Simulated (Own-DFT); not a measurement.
# Same atoms, different arrangement: C16Si16, 32 atoms

These are calculations, not measurements. The program, named Own-DFT, is a retired in-house plane-wave density functional code that no person has reviewed. Each row is one single-point run on a periodic cell that was not relaxed, without spin or spin-orbit coupling.

Settings of every run: PBE; PseudoDojo norm-conserving scalar-relativistic files; cutoff 42 hartree; 5 x 5 x 3 k mesh centred on Gamma; Fermi-Dirac smearing of 0.1 eV.

Known limits: forces on such cells passed a denser k mesh, each cell not checked; stress not checked against mesh or cutoff.

All cells hold the same atoms in the same cell, with vectors in Å (6.165, 0.000, 0.000); (-3.083, 5.339, 0.000); (0.000, 0.000, 10.068). Every atom was moved at random from its ideal site; u is the rms move along one axis. E is the free energy of the cell above the lowest run. The arrangements:

- A: 2H SiC
- B: 4H SiC

| arrangement | u (Å) | E (eV) | P (GPa) |
|---|---|---|---|
| A | 0.0270 | 0.048 | 3.75 |
| A | 0.0277 | 0.099 | 3.75 |
| A | 0.0304 | 0.350 | 3.89 |
| A | 0.0549 | 2.859 | 5.50 |
| A | 0.0584 | 3.848 | 6.58 |
| A | 0.0595 | 3.352 | 6.37 |
| B | 0.0286 | 0.000 | 3.64 |
| B | 0.0297 | 0.002 | 3.64 |
| B | 0.0332 | 0.332 | 3.89 |
| B | 0.0569 | 3.439 | 6.11 |
| B | 0.0599 | 3.453 | 6.15 |
| B | 0.0607 | 4.130 | 6.23 |

Question: once the cost of the random moves is taken out, how do the arrangements rank?

## Worked answer

Fit E = a + b u², with one b for all and one a for each arrangement, and with residuals divided by u², since the noise grows with the moves. Then b = 1325 eV/Å², the scatter at u = 0.04 Å is 0.12 eV, and against A:

- B: -0.20 ± 0.05 eV (lower)

These are energies of unrelaxed cells. Relaxing the atoms lowers the strained arrangements most, so the gaps would shrink and small ones could change sign.
